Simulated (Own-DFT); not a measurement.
# Which defects push the lattice out? C11b WSi2

Source: density functional calculations with Own-DFT, an unreviewed in-house program that is no longer used. Nothing was measured or relaxed, and spin and spin-orbit coupling are left out.

Common settings: PBE; PseudoDojo norm-conserving scalar-relativistic files; cutoff 50 hartree; 5 x 5 x 5 k mesh centred on Gamma; cold (Marzari-Vanderbilt) smearing of 0.2 eV.

Limits: forces on such cells failed a check on a denser k mesh; stress not checked against mesh or cutoff.

All runs share one cell, with vectors in Å (-2.148, -5.953, 3.409); (-6.444, 2.976, 1.136); (-2.553, -2.948, -6.757) and a volume of 403.2 Å³. The atoms are randomly displaced, by u rms on each axis. The defect's site can differ from row to row.

```
              cell  formula   u (Å)  P (GPa)
         no defect  Si20W10  0.0187     4.45
         no defect  Si20W10  0.0202     4.53
         no defect  Si20W10  0.0497     5.84
one Si on a W site   Si21W9  0.0283     6.10
one Si on a W site   Si21W9  0.0295     6.39
one Si on a W site   Si21W9  0.0505     7.47
    one Si vacancy  Si19W10  0.0281     3.15
    one Si vacancy  Si19W10  0.0309     2.92
    one Si vacancy  Si19W10  0.0522     4.87
one W on a Si site  Si19W11  0.0296     9.83
one W on a Si site  Si19W11  0.0325     9.73
one W on a Si site  Si19W11  0.0470    10.16
one W on a Si site  Si19W11  0.0480        ?
```

## What the rows give

P = P0 + c u² + a shift for each defect gives P0 = 4.18 GPa, c = 708 ± 91 GPa/Å² and a scatter of 0.26 GPa. The shifts, and each times the cell's volume:

- one W on a Si site: 4.75 ± 0.22 GPa, 12.0 eV
- one Si on a W site: 1.48 ± 0.22 GPa, 3.7 eV
- one Si vacancy: -1.59 ± 0.22 GPa, -4.0 eV

Against the defect-free cell, a freed cell would be larger where the shift is positive and smaller where it is negative (160.2 GPa Å³ is 1 eV). The atoms around the defects weren't relaxed, which would change these numbers.

## Withheld run

Question: what pressure belongs in the blank (one W on a Si site, u = 0.0480 Å)?

The fit gives 10.55 ± 0.31 GPa. The hidden result is 10.67 GPa.
